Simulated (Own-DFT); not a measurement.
Simulation results for GaP (zincblende, strained, atoms displaced)

Computed with Own-DFT development build. A calculation, not a measurement: plane-wave PBE density functional theory by an unreviewed code, no spin, of a simulated periodic cell, stress positive in tension, free energy of the whole cell less one offset for each atom, forces on such cells passed a denser k mesh, this cell's mesh not checked; offsets are fitted by least squares, one for each functional and potential file, so energies compare only between cells with the same atoms and settings and are not formation energies; the far tail of each file's local potential was reset to the Coulomb form; each entry is a single point on an unrelaxed cell, so the pressure reflects the starting lattice, mostly measured values (interpolated for alloys), from which strain is counted, and rises with the displacements; printed positions are rounded, which can move forces by about a meV/angstrom; the program, named Own-DFT, is a retired in-house code; no spin-orbit coupling.

Settings shared by all entries: functional PBE; potential files PseudoDojo norm-conserving, scalar-relativistic, standard set; wave cutoff 42 hartree; occupations Fermi-Dirac; smearing width 0.1 eV; hardware one NVIDIA H100; k mesh 3 x 3 x 3 centred on Gamma.

(1) GaP (zincblende, strained, atoms displaced)

```xyz
64
Lattice="10.8620 0.0000 0.0000 0.0000 10.8620 0.0000 0.0000 0.0000 10.9361" Properties=species:S:1:pos:R:3 GaP
Ga    10.8551    10.8527     0.0020
Ga    10.8534     2.7205     2.7556
Ga     2.6930     0.0073     2.7190
Ga     2.7407     2.6682    10.9090
P      1.3848     1.3769     1.3108
P      1.3615     4.1007     4.0819
P      4.1113     1.3645     4.0876
P      4.0774     4.0824     1.3522
Ga    10.8569     0.0403     5.4569
Ga     0.0198     2.7562     8.2379
Ga     2.7080     0.0167     8.1608
Ga     2.6691     2.7133     5.5013
P      1.3551     1.3571     6.7999
P      1.3797     4.1036     9.5316
P      4.0915     1.3676     9.5624
P      4.0729     4.1001     6.8756
Ga    10.8171     5.4296     0.0177
Ga    10.8147     8.1100     2.7511
Ga     2.7136     5.4452     2.7974
Ga     2.7589     8.1240    10.8995
P      1.3479     6.8346     1.3674
P      1.3893     9.4774     4.0846
P      4.1493     6.8057     4.0578
P      4.1042     9.5278     1.3830
Ga     0.0604     5.4505     5.4443
Ga    10.8491     8.1278     8.1891
Ga     2.7175     5.3904     8.1817
Ga     2.6617     8.0843     5.4408
P      1.3101     6.7125     6.8068
P      1.3787     9.5390     9.5761
P      3.9872     6.7812     9.5863
P      4.0740     9.4048     6.8262
Ga     5.4392     0.0288    10.9271
Ga     5.3905     2.7062     2.7779
Ga     8.1375     0.0050     2.7107
Ga     8.1466     2.7341    10.9340
P      6.7515     1.3878     1.3304
P      6.7896     4.0440     4.0817
P      9.4910     1.3558     4.1060
P      9.4872     4.0723     1.3635
Ga     5.4272    10.8081     5.4683
Ga     5.3989     2.7167     8.1888
Ga     8.1134    10.8566     8.2124
Ga     8.1340     2.7167     5.4473
P      6.7505     1.3895     6.7808
P      6.7962     4.0438     9.5377
P      9.5062     1.3076     9.5554
P      9.5290     4.0707     6.8282
Ga     5.4257     5.4164    10.8978
Ga     5.3937     8.1104     2.7619
Ga     8.1688     5.3656     2.7405
Ga     8.1836     8.1366     0.0219
P      6.7749     6.7912     1.3589
P      6.8111     9.4873     4.0409
P      9.4840     6.7761     4.1241
P      9.4591     9.5269     1.3654
Ga     5.4080     5.3789     5.4476
Ga     5.4500     8.1847     8.2467
Ga     8.1589     5.4300     8.2712
Ga     8.1828     8.1353     5.4618
P      6.8377     6.7765     6.8228
P      6.7532     9.5096     9.5805
P      9.4698     6.8264     9.5748
P      9.5349     9.4197     6.8201
```

```
free energy of cell above offsets : -35.010 eV
pressure                          : 3.19 GPa
stress xx                         : -3.34 GPa
stress yy                         : -3.35 GPa
stress zz                         : -2.88 GPa
stress yz                         : 0.12 GPa
stress xz                         : 0.26 GPa
stress xy                         : -0.48 GPa
wall time                         : 508.3 s
```

Force:
```csv
element,x (eV/Å),y (eV/Å),z (eV/Å)
Ga,0.036,-0.043,0.077
Ga,0.195,-0.133,-0.412
Ga,0.319,0.078,-0.01
Ga,-0.009,0.85,-0.01
P,-0.597,-0.156,0.639
P,0.022,-0.477,0.262
P,-0.918,-0.386,0.627
P,-0.27,-0.115,0.254
Ga,0.073,-0.823,-0.023
Ga,-0.245,-0.505,-0.378
Ga,0.352,-0.294,0.006
Ga,0.693,0.2,-0.486
P,-0.292,0.124,0.601
P,-0.236,-0.311,0.897
P,-0.181,-0.349,-0.381
P,-0.112,-0.467,-0.686
Ga,0.521,0.317,-0.202
Ga,0.121,0.45,-0.18
Ga,0.239,0.22,-0.995
Ga,-0.57,0.838,0.795
P,0.061,-0.487,0.023
P,-0.663,0.335,0.02
P,-1.146,-0.74,1.063
P,-0.266,-0.251,-0.27
Ga,-1.06,-0.591,-0.193
Ga,0.548,0.015,0.34
Ga,-0.195,0.691,0.027
Ga,0.478,-0.054,0.15
P,0.776,0.777,0.68
P,-0.144,-0.488,-0.291
P,1.159,-0.358,-0.761
P,-0.346,0.655,-0.082
Ga,-0.141,-0.244,0.114
Ga,0.336,0.278,-0.819
Ga,-0.296,0.365,-0.122
Ga,0.012,-0.432,-0.197
P,0.355,0.07,0.519
P,-0.09,0.1,0.127
P,-0.02,0.002,-0.255
P,0.312,-0.33,0.012
Ga,0.007,-0.074,-0.184
Ga,0.374,-0.081,-0.024
Ga,0.049,-0.149,-0.607
Ga,0.209,0.172,0.297
P,0.198,-0.495,0.464
P,-0.205,0.147,0.198
P,-0.006,0.642,0.091
P,-0.167,0.16,-0.008
Ga,0.046,0.136,0.139
Ga,0.874,0.782,-0.941
Ga,-0.451,0.762,-0.063
Ga,-0.773,0.264,-0.001
P,0.185,-0.317,0.094
P,-0.087,-0.074,0.62
P,0.191,-0.423,-0.32
P,0.679,-0.186,0.134
Ga,0.545,0.495,0.23
Ga,-0.186,-0.97,-0.36
Ga,-0.001,-0.075,-0.84
Ga,-0.554,0.098,-0.125
P,-0.614,-0.088,0.271
P,0.603,0.048,0.322
P,0.564,-0.368,0.098
P,-0.29,1.263,0.036
```

(2) GaP (zincblende, strained, atoms displaced)

```xyz
64
Lattice="10.8620 0.0000 0.0000 0.0000 10.8620 0.0000 0.0000 0.0000 10.9361" Properties=species:S:1:pos:R:3 GaP
Ga    10.8604    10.8492     0.0210
Ga     0.0124     2.8039     2.7548
Ga     2.6421    10.8504     2.7439
Ga     2.6805     2.7012     0.0308
P      1.3453     1.3808     1.3027
P      1.3928     4.1080     4.1196
P      4.0493     1.3498     4.1097
P      4.0577     4.1228     1.3823
Ga     0.0093    10.8097     5.4520
Ga     0.0353     2.6745     8.1698
Ga     2.6997     0.0292     8.2028
Ga     2.7457     2.7094     5.4541
P      1.4134     1.3808     6.8173
P      1.3454     4.0215     9.5474
P      4.0720     1.3824     9.5463
P      4.1208     4.0104     6.8385
Ga    10.8389     5.4380    10.9358
Ga    10.8573     8.1190     2.7597
Ga     2.6972     5.4193     2.7160
Ga     2.6963     8.1314     0.0506
P      1.3691     6.7531     1.3628
P      1.3667     9.5300     4.0760
P      4.1000     6.8314     4.0758
P      4.1200     9.5451     1.3880
Ga     0.0330     5.4515     5.4479
Ga     0.0320     8.1370     8.2088
Ga     2.7362     5.3874     8.1708
Ga     2.6910     8.1543     5.4207
P      1.3506     6.7760     6.8576
P      1.3724     9.4963     9.5726
P      4.0989     6.7833     9.5498
P      4.1017     9.5173     6.8500
Ga     5.4526     0.0237     0.0371
Ga     5.4061     2.6923     2.7292
Ga     8.1718     0.0812     2.7112
Ga     8.0860     2.7075     0.0192
P      6.8036     1.3620     1.2981
P      6.7540     4.0843     4.1236
P      9.4818     1.3582     4.1078
P      9.4974     4.1148     1.3831
Ga     5.4476     0.0132     5.4903
Ga     5.4494     2.6949     8.1703
Ga     8.1319     0.0249     8.2238
Ga     8.1664     2.6926     5.4395
P      6.8065     1.3132     6.8273
P      6.8243     4.0785     9.5455
P      9.4638     1.3302     9.5892
P      9.5513     4.0381     6.8570
Ga     5.4360     5.4126     0.0208
Ga     5.4502     8.1094     2.7369
Ga     8.1507     5.4372     2.7267
Ga     8.1023     8.1920    10.9321
P      6.7559     6.7960     1.3483
P      6.7783     9.4372     4.0350
P      9.4816     6.7719     4.0704
P      9.5060     9.5132     1.3216
Ga     5.4476     5.3986     5.4633
Ga     5.4728     8.1494     8.2153
Ga     8.1270     5.4095     8.2130
Ga     8.1468     8.1896     5.4519
P      6.7776     6.7442     6.8241
P      6.7151     9.4682     9.5908
P      9.4969     6.7749     9.6088
P      9.4860     9.5321     6.8268
```

```
free energy of cell above offsets : -35.081 eV
pressure                          : 3.19 GPa
stress xx                         : -3.35 GPa
stress yy                         : -3.34 GPa
stress zz                         : -2.88 GPa
stress yz                         : 0.08 GPa
stress xz                         : 0 GPa
stress xy                         : -0.3 GPa
wall time                         : 517 s
```

Force:
```csv
element,x (eV/Å),y (eV/Å),z (eV/Å)
Ga,-0.032,0.016,-0.603
Ga,-0.096,-0.629,-0.143
Ga,0.78,0.542,-0.627
Ga,0.729,0.49,-0.551
P,-0.379,-0.198,1.171
P,0.02,-0.268,0.036
P,0.178,-0.291,-0.292
P,0.083,-0.839,-0.196
Ga,-0.032,0.693,0.253
Ga,-0.401,-0.199,0.407
Ga,0.373,-0.363,0.049
Ga,0.02,0.237,0.041
P,-0.596,-0.531,-0.321
P,0.034,0.526,0.266
P,0.125,-0.114,0.505
P,-0.38,0.594,-0.346
Ga,0.35,-0.298,-0.213
Ga,-0.049,0.194,-0.516
Ga,0.398,0.461,0.393
Ga,0.663,0.213,-0.409
P,-0.396,0.274,0.166
P,-0.524,-0.637,0.17
P,-0.5,-0.801,0.344
P,-0.638,-0.383,0.173
Ga,-0.508,-0.09,0.292
Ga,-0.561,0.091,0.126
Ga,0.093,0.036,0.344
Ga,0.438,0.001,0.626
P,0.368,0.131,-0.449
P,-0.027,0.153,0.104
P,-0.385,-0.103,0.239
P,-0.412,-0.219,-0.135
Ga,-0.607,-0.106,-0.736
Ga,0.065,0.183,-0.083
Ga,-0.271,-0.911,-0.111
Ga,0.933,0.551,-0.456
P,-0.387,0.13,1.148
P,0.59,-0.481,-0.587
P,0.863,0.131,-0.217
P,-0.17,-0.515,-0.265
Ga,-0.093,-0.542,-0.546
Ga,0.322,-0.145,0.405
Ga,-0.165,-0.602,0.17
Ga,-0.251,0.424,0.531
P,0.098,0.569,-0.078
P,-0.693,-0.326,0.349
P,0.52,0.418,-0.017
P,-0.387,0.345,-0.467
Ga,-0.04,0.108,-0.55
Ga,-0.297,0.269,-0.488
Ga,-0.589,0.006,-0.023
Ga,0.249,-0.449,0.003
P,0.518,-0.189,0.115
P,0.35,1.264,0.439
P,0.2,0.214,0.592
P,-0.053,-0.144,0.802
Ga,-0.584,0.405,0.106
Ga,-0.545,-0.424,-0.479
Ga,0.655,0.239,-0.306
Ga,-0.097,-0.525,0.097
P,0.386,0.529,0.012
P,0.754,0.807,-0.16
P,-0.238,0.437,-0.489
P,0.229,-0.361,0.381
```

(3) GaP (zincblende, strained, atoms displaced)

```xyz
64
Lattice="10.8620 0.0000 0.0000 0.0000 10.8620 0.0000 0.0000 0.0000 10.9361" Properties=species:S:1:pos:R:3 GaP
Ga    10.8276     0.0264    10.9045
Ga     0.0392     2.7114     2.7259
Ga     2.7426    10.8083     2.7169
Ga     2.7069     2.7599    10.9317
P      1.3907     1.4264     1.3029
P      1.4106     4.0945     4.0901
P      4.1106     1.3655     4.0791
P      4.0786     3.9979     1.3904
Ga    10.8580    10.8604     5.4742
Ga    10.8582     2.7343     8.2037
Ga     2.7359    10.8460     8.2216
Ga     2.6467     2.7151     5.4540
P      1.4226     1.3551     6.8039
P      1.3133     4.0427     9.5285
P      4.0758     1.3594     9.6198
P      4.0179     4.0289     6.8698
Ga     0.0637     5.4537     0.0055
Ga    10.8530     8.0941     2.7061
Ga     2.7445     5.4066     2.6783
Ga     2.7413     8.1632    10.8981
P      1.3862     6.7496     1.4093
P      1.3757     9.5134     4.1515
P      4.0245     6.8295     4.0870
P      4.0948     9.5064     1.3202
Ga     0.0777     5.4658     5.4709
Ga     0.0508     8.1287     8.1893
Ga     2.7299     5.4068     8.2036
Ga     2.6949     8.1144     5.4885
P      1.3904     6.7897     6.8556
P      1.3261     9.4609     9.5929
P      4.0612     6.7830     9.5718
P      4.0484     9.5417     6.8627
Ga     5.4232     0.0050     0.0203
Ga     5.4628     2.7131     2.7451
Ga     8.1524    10.8120     2.7159
Ga     8.1564     2.7328    10.8734
P      6.7839     1.3696     1.4338
P      6.7965     4.0227     4.0888
P      9.5338     1.4049     4.0785
P      9.5132     4.1070     1.3767
Ga     5.4342    10.8366     5.5044
Ga     5.3917     2.7353     8.1374
Ga     8.1146    10.8250     8.1712
Ga     8.1690     2.7348     5.4962
P      6.7805     1.3599     6.8508
P      6.8532     4.0569     9.5862
P      9.5608     1.3189     9.5918
P      9.5033     4.0172     6.8134
Ga     5.4133     5.4043     0.0012
Ga     5.3990     8.1476     2.7391
Ga     8.2179     5.4345     2.7180
Ga     8.1875     8.1994    10.9207
P      6.7713     6.7905     1.3618
P      6.8075     9.5271     4.1288
P      9.5127     6.7748     4.0647
P      9.5047     9.5296     1.3464
Ga     5.4790     5.4169     5.5284
Ga     5.4210     8.1429     8.1934
Ga     8.1222     5.3982     8.2365
Ga     8.1499     8.1658     5.4693
P      6.7322     6.8150     6.9016
P      6.7850     9.5058     9.5817
P      9.5066     6.7853     9.5886
P      9.4958     9.4857     6.8218
```

```
free energy of cell above offsets : -34.866 eV
pressure                          : 3.24 GPa
stress xx                         : -3.39 GPa
stress yy                         : -3.41 GPa
stress zz                         : -2.92 GPa
stress yz                         : -0.06 GPa
stress xz                         : 0 GPa
stress xy                         : 0.33 GPa
wall time                         : 495.4 s
```

Force:
```csv
element,x (eV/Å),y (eV/Å),z (eV/Å)
Ga,0.887,-0.316,0.715
Ga,-0.06,0.335,-0.137
Ga,-0.202,0.649,-0.003
Ga,0.13,-0.12,-0.475
P,-0.32,-1.092,0.654
P,-0.442,0.056,-0.148
P,-0.434,-0.245,0.389
P,0.246,0.683,-0.353
Ga,-0.052,0.34,-0.087
Ga,0.008,-0.85,-0.429
Ga,-0.346,0.327,0.436
Ga,0.951,-0.147,-0.369
P,-0.905,-0.278,0.736
P,0.608,0.656,0.438
P,0.022,0.218,-0.528
P,0.223,0.524,-0.848
Ga,-0.502,-0.21,-0.041
Ga,0.274,0.734,0.263
Ga,0.291,0.01,0.577
Ga,-0.288,-0.352,0.532
P,0.186,0.616,-0.751
P,-0.358,-0.354,-0.698
P,0.585,-0.774,0.313
P,-0.201,-0.27,0.35
Ga,-0.603,-0.391,-0.139
Ga,-0.734,-0.034,0.147
Ga,-0.229,0.066,0.306
Ga,0.286,0.535,-0.027
P,-0.028,-0.219,0.073
P,0.246,0.61,-0.232
P,0.17,-0.222,-0.13
P,0.226,-0.765,-0.264
Ga,0.473,0.343,-0.015
Ga,-0.251,-0.189,0.175
Ga,0.114,0.696,0.415
Ga,0.432,-0.629,1.067
P,0.456,-0.193,-0.988
P,0.309,0.925,0.328
P,-0.269,-0.64,0.179
P,0.393,-0.54,-0.519
Ga,-0.087,0.442,-0.292
Ga,0.45,-0.409,1.047
Ga,0.314,0.307,0.403
Ga,-0.369,-0.63,-0.53
P,0.142,0.048,-0.221
P,-1.385,0.021,-0.441
P,-1.05,0.52,-1.023
P,0.33,1.199,0.316
Ga,0.196,-0.041,0.137
Ga,0.387,0.109,0.022
Ga,-1.015,-0.08,0.047
Ga,-0.472,-0.544,0.116
P,0.335,0.095,0.052
P,-0.347,-0.381,-0.257
P,0.021,0.17,0.851
P,0.445,-0.285,0.233
Ga,-0.667,-0.084,-0.601
Ga,-0.409,0.509,0.496
Ga,0.521,0.386,-0.423
Ga,-0.137,-0.554,-0.064
P,1.047,-0.376,-0.589
P,-0.167,0.015,-0.114
P,0.251,0.013,-0.317
P,0.37,0.055,0.24
```

(4) GaP (zincblende, strained, atoms displaced)

```xyz
64
Lattice="10.8620 0.0000 0.0000 0.0000 10.8620 0.0000 0.0000 0.0000 10.9361" Properties=species:S:1:pos:R:3 GaP
Ga     0.0210     0.0381     0.0055
Ga    10.8120     2.6783     2.7410
Ga     2.7582    10.8522     2.7706
Ga     2.6855     2.7507    10.9343
P      1.3411     1.3504     1.3549
P      1.3791     4.0791     4.0870
P      4.0795     1.3655     4.1353
P      4.0544     4.0431     1.3408
Ga    10.8039    10.8574     5.4937
Ga     0.0254     2.6468     8.1971
Ga     2.6998    10.8464     8.1095
Ga     2.7324     2.7456     5.4648
P      1.3793     1.3604     6.8469
P      1.3801     4.0638     9.5889
P      4.0819     1.3008     9.5807
P      4.0694     4.0628     6.8278
Ga    10.8098     5.4380     0.0293
Ga     0.0504     8.1574     2.7059
Ga     2.7181     5.4455     2.6833
Ga     2.6782     8.1742    10.9172
P      1.2904     6.7267     1.3418
P      1.3602     9.5356     4.1404
P      4.0766     6.7763     4.1163
P      4.0820     9.5123     1.3867
Ga     0.0135     5.4008     5.4778
Ga     0.0501     8.1378     8.2254
Ga     2.6972     5.4375     8.1950
Ga     2.7993     8.1372     5.4642
P      1.3410     6.8068     6.8928
P      1.3721     9.4968     9.5916
P      4.1186     6.7859     9.5752
P      4.0254     9.4945     6.8250
Ga     5.4390     0.0161     0.0015
Ga     5.4391     2.7435     2.7319
Ga     8.1356    10.8349     2.7428
Ga     8.1302     2.6813    10.9039
P      6.7985     1.3667     1.3833
P      6.8064     4.0446     4.1494
P      9.5142     1.2735     4.1041
P      9.5018     4.0288     1.3711
Ga     5.4259    10.8409     5.4628
Ga     5.4443     2.6938     8.1957
Ga     8.1978    10.8359     8.2054
Ga     8.1409     2.7194     5.5197
P      6.8002     1.2878     6.8388
P      6.7858     4.1213     9.5114
P      9.4599     1.3451     9.5732
P      9.4471     4.0713     6.8998
Ga     5.4588     5.4288    10.9076
Ga     5.4529     8.1215     2.7135
Ga     8.1748     5.4281     2.7735
Ga     8.0895     8.0451    10.8851
P      6.7772     6.8086     1.3429
P      6.8021     9.5186     4.1251
P      9.5248     6.7554     4.0816
P      9.5133     9.4837     1.3051
Ga     5.4134     5.4739     5.4528
Ga     5.3780     8.1106     8.2340
Ga     8.1419     5.4632     8.2394
Ga     8.1850     8.1432     5.4108
P      6.7732     6.7947     6.7979
P      6.8309     9.5401     9.5757
P      9.5304     6.7873     9.5352
P      9.4964     9.4683     6.8562
```

```
free energy of cell above offsets : -35.113 eV
pressure                          : 3.17 GPa
stress xx                         : -3.31 GPa
stress yy                         : -3.34 GPa
stress zz                         : -2.85 GPa
stress yz                         : -0.09 GPa
stress xz                         : -0.16 GPa
stress xy                         : 0.22 GPa
wall time                         : 524.5 s
```

Force:
```csv
element,x (eV/Å),y (eV/Å),z (eV/Å)
Ga,-0.355,-0.375,-0.191
Ga,0.51,-0.014,0.166
Ga,-0.43,0.238,-0.171
Ga,0.252,-0.834,-0.094
P,0.495,0.184,0.487
P,-0.274,-0.193,-0.12
P,0.169,0.112,-0.302
P,0.473,0.491,0.137
Ga,0.624,-0.193,0.298
Ga,-0.345,0.642,0.37
Ga,0.09,0,1.071
Ga,-0.197,-0.16,0
P,-0.362,0.017,-0.718
P,-0.683,0.32,-0.309
P,-0.433,0.588,-0.354
P,0.185,0.285,0.167
Ga,0.012,-0.685,-0.559
Ga,-0.373,0.198,0.222
Ga,0.001,-0.151,0.227
Ga,0.5,-0.598,0.502
P,0.899,0.809,0.096
P,0.152,-0.483,-0.104
P,-0.024,0.047,-0.817
P,-0.047,-0.258,-0.197
Ga,-0.177,0.007,0.326
Ga,-0.375,0.429,0.058
Ga,0.316,-0.152,0.224
Ga,-1.17,-0.05,0.004
P,0.449,-0.249,-0.982
P,-0.216,0.63,-0.529
P,-1,-0.193,0.302
P,0.949,-0.085,0.118
Ga,0.2,-0.256,0.215
Ga,-0.026,-0.187,0.175
Ga,0.252,-0.157,-0.469
Ga,-0.248,0.565,0.153
P,-0.145,-0.053,-0.02
P,-0.248,0.454,-0.369
P,-0.518,0.962,0.143
P,-0.439,0.209,-0.091
Ga,-0.102,0.025,0.217
Ga,-0.158,-0.177,-0.023
Ga,-0.372,-0.001,-0.109
Ga,0.203,-0.56,-0.203
P,-0.032,0.361,0.111
P,0.021,-0.727,0.588
P,0.753,-0.019,-0.135
P,0.833,-0.12,-0.323
Ga,-0.251,-0.214,0.35
Ga,-0.17,0.411,0.371
Ga,-0.447,-0.301,-0.46
Ga,0.678,0.968,-0.006
P,0.153,-0.901,0.521
P,-0.248,-0.414,-0.399
P,0.438,0.457,0.13
P,-0.313,-0.195,0.29
Ga,0.249,-0.735,0.264
Ga,0.817,0.779,-0.473
Ga,-0.099,0.222,-0.625
Ga,-0.214,-0.205,0.386
P,0.251,0.316,0.356
P,-0.604,-0.598,-0.15
P,-0.15,-0.066,0.323
P,0.321,-0.163,-0.067
```
